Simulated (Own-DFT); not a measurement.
# Computed records: AlGa₃N₄ (wurtzite random alloy, strained, atoms displaced)

A calculation, not a measurement: plane-wave PBE density functional theory by an unreviewed code, no spin, of a simulated periodic cell, stress positive in tension, free energy of the whole cell less one offset for each atom, forces on such cells passed a denser k mesh, this cell's mesh not checked; offsets are fitted by least squares, one for each functional and potential file, so energies compare only between cells with the same atoms and settings and are not formation energies; the far tail of each file's local potential was reset to the Coulomb form; each entry is a single point on an unrelaxed cell, so the pressure reflects the starting lattice, mostly measured values, from which strain is counted, and rises with the displacements; printed positions are rounded, which can move forces by about a meV/angstrom; the program is a retired in-house code; no spin-orbit coupling. Program: Own-DFT development build.

Settings shared by all entries: functional PBE; potential files PseudoDojo norm-conserving, scalar-relativistic, standard set with the stringent files for Ga; wave cutoff 96 hartree; occupations Gaussian; smearing width 0.01 eV; k mesh 4 x 4 x 3 centred on Gamma.

(1) AlGa₃N₄ (wurtzite random alloy, strained, atoms displaced)

```
AlGa3N4
1.0
      9.4855     0.0000     0.0000
     -4.7427     8.2147     0.0000
      0.0000     0.0000    10.2685
Al Ga N Ga Al N Ga Al N Ga N Ga N Ga N Ga Al N Ga N Ga N Ga N Ga N Ga Al N Al Ga N Ga N Ga Al N Ga Al N Ga Al N Ga N
1 1 2 1 1 2 1 1 2 2 2 2 2 2 2 1 1 2 2 2 2 2 2 2 2 2 1 1 2 1 1 2 2 2 1 1 2 1 1 2 1 1 2 2 2
Direct
  0.10221 0.22191 0.99852
  0.22936 0.10945 0.24081
  0.11457 0.22876 0.19055
  0.21408 0.10504 0.43854
  0.11452 0.22484 0.48837
  0.22269 0.12433 0.74899
  0.11611 0.22683 0.69008
  0.21798 0.10943 0.93862
  0.10840 0.54758 0.99397
  0.23380 0.45568 0.24823
  0.12750 0.56497 0.18980
  0.21722 0.44587 0.44102
  0.11245 0.56650 0.49912
  0.22086 0.43017 0.74924
  0.09612 0.54670 0.68176
  0.21508 0.43628 0.93857
  0.12043 0.89286 0.00034
  0.23408 0.78781 0.25425
  0.11710 0.89902 0.18772
  0.21407 0.77790 0.44841
  0.10533 0.88123 0.49572
  0.22301 0.77499 0.74977
  0.10945 0.89112 0.68901
  0.22317 0.78105 0.93324
  0.44527 0.21699 0.99637
  0.56161 0.11447 0.25007
  0.45309 0.22070 0.18254
  0.54321 0.10041 0.43859
  0.43849 0.21460 0.50055
  0.55229 0.11572 0.74969
  0.44394 0.21233 0.68510
  0.54932 0.09247 0.93935
  0.44946 0.55291 0.99996
  0.55103 0.44108 0.25890
  0.45131 0.56690 0.17963
  0.55586 0.44209 0.44105
  0.45344 0.56484 0.49605
  0.55899 0.44429 0.75306
  0.45123 0.56056 0.68297
  0.55706 0.43949 0.93781
  0.44035 0.89783 0.99981
  0.55394 0.76968 0.24820
  0.44481 0.88813 0.19470
  0.54216 0.76457 0.43269
  0.43636 0.87759 0.50442
  0.56672 0.78501 0.74594
  0.44550 0.88955 0.69530
  0.56682 0.79290 0.94295
  0.77547 0.23480 0.99317
  0.89481 0.11165 0.24381
  0.77522 0.21722 0.19493
  0.88441 0.11157 0.44136
  0.78187 0.22810 0.50653
  0.88819 0.11495 0.74632
  0.77415 0.21612 0.69093
  0.89406 0.11445 0.94987
  0.78512 0.56484 0.00205
  0.89207 0.44254 0.23589
  0.77878 0.55412 0.17709
  0.89761 0.44251 0.42895
  0.77878 0.55679 0.50372
  0.88361 0.44031 0.74811
  0.77263 0.54945 0.68842
  0.88788 0.44217 0.93786
  0.77717 0.88813 0.99794
  0.90055 0.78806 0.25226
  0.77560 0.88371 0.18837
  0.88679 0.77369 0.44285
  0.77685 0.88084 0.49622
  0.89203 0.77266 0.76042
  0.78046 0.88650 0.69173
  0.89070 0.78288 0.94120
```

```
free energy of cell above offsets : -8.715 eV
pressure                          : 8.09 GPa
stress xx                         : -7.35 GPa
stress yy                         : -9.73 GPa
stress zz                         : -7.19 GPa
stress yz                         : 0.78 GPa
stress xz                         : 0.32 GPa
stress xy                         : 0.07 GPa
```

Force:
```csv
element,x (eV/Å),y (eV/Å),z (eV/Å)
Al,1.998,0.055,1.062
Ga,-0.752,2.083,1.294
N,1.018,0.911,-0.934
N,0.837,0.205,-0.929
Ga,-0.931,-0.198,0.946
Al,1.298,-2.449,0.156
N,-0.313,-2.246,-1.327
N,-0.382,1.418,-0.682
Ga,0.404,1.724,0.937
Al,-0.495,-0.964,0.446
N,-1.477,-1.053,-0.459
N,1.3,0.948,-1.585
Ga,0.338,-2.564,-0.067
Ga,-0.636,3.758,-0.108
N,0.736,0.179,1.969
N,1.195,0.185,-0.142
Ga,-1.007,-0.425,-0.416
Ga,-1.14,-0.951,0.16
N,-0.16,-2.423,0.284
N,1.62,0.646,-2.031
Ga,-0.862,1.759,2.058
Ga,-0.791,-0.131,-0.894
N,0.283,0.761,0.286
N,0.026,-1.261,1.056
Ga,-0.419,0.088,-0.078
Al,-0.098,-0.969,0.727
N,-0.093,0.169,1.036
N,1.071,0.666,-0.557
Ga,-0.047,-0.05,-0.524
Ga,1.238,-1.801,0.404
N,-2.525,1.566,0.924
N,0.442,6.061,-1.241
Ga,-0.812,0.929,-1.491
Ga,0.841,0.439,-2.101
N,-0.07,-3.179,1.641
N,-0.05,-0.17,0.215
Ga,-0.903,-3.422,1.23
Ga,-1.054,-0.385,-0.933
N,-0.255,0.231,1.451
N,0.22,0.292,0.077
Ga,1.338,-4.495,1.769
Ga,-0.155,2.391,-0.251
N,0.677,1.679,-0.726
N,0.733,3.017,0.133
Ga,0.241,1.245,0.138
Al,-1.145,-0.721,1.301
N,1.141,-0.696,-0.713
N,-1.532,-2.336,-1.876
Al,1.056,-3.201,1.56
Ga,-0.814,-0.399,0.959
N,-0.33,1.329,-2.075
N,0.592,-0.841,-0.346
Ga,-0.607,-0.656,-1.829
Ga,1.277,-1.04,1.104
N,-0.694,1.697,0.688
N,-2.063,0.608,-1.453
Ga,-0.54,-0.623,-1.463
Al,0.206,0.443,1.445
N,0.653,0.7,3.75
N,-1.831,0.411,-0.266
Ga,0.922,-1.222,-0.917
Al,0.302,0.204,-0.125
N,1.354,0.091,0.769
N,-0.622,0.403,-1.213
Ga,0.323,1.004,0.963
Al,-0.9,-1.361,-0.682
N,1.402,0.176,0.817
N,-0.048,-0.197,-2.225
Ga,-1.184,1.409,0.708
Ga,-0.125,0.689,-1.821
N,-0.15,0.131,-0.475
N,0.927,-0.274,0.492
```

(2) AlGa₃N₄ (wurtzite random alloy, strained, atoms displaced)

```
AlGa3N4
1.0
      9.4855     0.0000     0.0000
     -4.7427     8.2147     0.0000
      0.0000     0.0000    10.2685
Al N Al Ga N Ga N Ga N Ga N Ga N Ga N Ga Al N Ga N Ga N Ga N Ga N Ga N Al Ga N Al Ga N Al Ga N Ga N Al N
2 2 1 1 2 2 2 2 2 2 2 2 2 2 2 1 1 2 2 2 2 2 2 2 2 2 2 2 1 1 2 1 1 2 1 1 2 2 2 2 2
Direct
  0.11798 0.21729 0.00328
  0.22565 0.10737 0.25060
  0.11678 0.22333 0.18970
  0.22084 0.11253 0.43545
  0.10876 0.22238 0.49596
  0.22077 0.11079 0.75622
  0.11254 0.22362 0.69545
  0.22280 0.11499 0.93505
  0.09822 0.55384 0.99084
  0.22211 0.43875 0.25364
  0.10528 0.55692 0.19322
  0.23226 0.44495 0.44193
  0.10770 0.55989 0.49416
  0.22608 0.44032 0.75674
  0.10598 0.55335 0.69185
  0.22192 0.44859 0.94177
  0.11264 0.89620 0.00760
  0.22882 0.78183 0.24833
  0.11115 0.89111 0.19534
  0.21422 0.76800 0.44521
  0.10892 0.89789 0.48945
  0.22089 0.77464 0.75759
  0.11834 0.89083 0.68606
  0.22200 0.77841 0.93133
  0.44451 0.22860 0.00551
  0.54885 0.10470 0.24896
  0.44442 0.22914 0.18523
  0.55549 0.10811 0.43464
  0.44114 0.20956 0.49862
  0.55825 0.11291 0.75081
  0.44801 0.22322 0.69416
  0.56192 0.11563 0.93986
  0.43229 0.54336 0.00568
  0.55647 0.44224 0.25096
  0.45666 0.55827 0.19687
  0.56947 0.45545 0.43747
  0.43602 0.54534 0.50345
  0.55537 0.44207 0.74744
  0.44516 0.55368 0.68984
  0.55369 0.44461 0.93474
  0.44752 0.88824 0.00158
  0.56380 0.77358 0.24686
  0.44683 0.89352 0.18850
  0.55206 0.77062 0.43920
  0.44271 0.88132 0.50037
  0.55019 0.77688 0.74819
  0.44390 0.88247 0.69238
  0.55003 0.77791 0.94010
  0.76941 0.22196 0.99580
  0.90037 0.11123 0.25531
  0.77640 0.22249 0.18778
  0.89638 0.10486 0.43582
  0.78227 0.22590 0.49134
  0.88062 0.10122 0.74894
  0.77020 0.22142 0.69108
  0.89355 0.10587 0.94037
  0.78587 0.55990 0.99477
  0.88408 0.44049 0.25407
  0.77953 0.55294 0.19333
  0.88581 0.43826 0.43991
  0.78184 0.55583 0.49949
  0.89481 0.44402 0.74820
  0.76906 0.55137 0.68381
  0.88951 0.45044 0.94097
  0.77137 0.88949 0.00003
  0.88287 0.77632 0.25075
  0.78394 0.89238 0.19299
  0.89692 0.78146 0.43864
  0.78910 0.88792 0.49003
  0.88982 0.77518 0.75660
  0.77461 0.89166 0.68454
  0.89645 0.78034 0.94211
```

```
free energy of cell above offsets : -9.662 eV
pressure                          : 7.98 GPa
stress xx                         : -7.73 GPa
stress yy                         : -8.93 GPa
stress zz                         : -7.29 GPa
stress yz                         : -0.76 GPa
stress xz                         : -0.56 GPa
stress xy                         : -1.56 GPa
```

Force:
```csv
element,x (eV/Å),y (eV/Å),z (eV/Å)
Al,-2.046,0.867,-0.459
Al,-0.461,1.007,-0.136
N,1.16,-0.868,-0.717
N,-0.228,1.276,-0.711
Al,1.028,0.546,1.563
Ga,0.506,-0.347,-2.017
N,-0.511,-0.633,-2.065
N,0.304,-0.016,2.313
Ga,2.476,1.068,2.136
Ga,-0.293,1.649,-0.349
N,1.269,-0.222,-0.734
N,-3.006,-1.976,-0.552
Ga,1.059,-2.105,1.708
Ga,-0.817,0.641,-0.906
N,1.658,0.229,-0.77
N,-0.633,-1.895,0.714
Ga,0.883,-0.478,-0.774
Ga,-0.521,-1.161,0.785
N,0.207,0.6,-0.198
N,0.197,3.06,-1.675
Ga,2.058,-1.081,2.306
Ga,-0.101,0.43,-3.118
N,-1.68,-0.494,0.293
N,-0.27,0.551,3.605
Ga,0.785,-0.438,-1.85
Ga,0.67,1.649,-0.271
N,-0.38,-1.837,1.549
N,0.964,-0.053,0.718
Ga,-0.124,1.929,0.929
Al,-0.659,-0.78,0.082
N,0.133,-1.414,-0.853
N,-2.162,-1.098,-1.205
Ga,1.246,1.711,-0.064
Ga,0.835,0.459,0.749
N,-1.851,-1.006,-1.525
N,-0.289,-1.511,0.668
Ga,2.436,1.597,0.236
Ga,-0.334,0.181,0.149
N,-0.379,-0.02,0.23
N,1.027,0.916,1.132
Ga,-1.153,0.408,-0.483
Ga,-1.424,1.029,1.283
N,0.635,-1.397,-0.226
N,1.406,0.932,-0.145
Ga,-0.044,0.069,0.401
Ga,1.399,-0.517,0.304
N,-1.22,1.99,-0.433
N,1.055,-1.043,0.062
Ga,2.653,0.603,1.1
Ga,-1.597,0.525,-1.838
N,0.512,-0.733,0.399
N,-1.222,0.97,1.644
Al,-0.246,-1.643,1.428
Ga,0.279,1.576,0.389
N,0.804,-0.315,-1.486
N,-0.175,1.415,0.301
Al,-1.586,-0.26,1.203
Ga,0.423,0.124,-0.802
N,-0.465,0.623,-1.928
N,-0.544,0.391,0.571
Al,-0.266,0.208,0.208
Ga,-1.827,-0.455,0.017
N,1.68,1.742,0.325
N,-1.62,-1.359,-1.028
Ga,0.713,-0.42,0.088
Ga,1.299,-0.781,-0.125
N,-0.421,0.107,-0.869
N,-1.454,-1.757,-0.098
Al,-2.196,-0.753,1.742
Al,-0.079,0.467,-1.657
N,1.577,-1.864,-0.698
N,-1.05,-0.819,-0.563
```
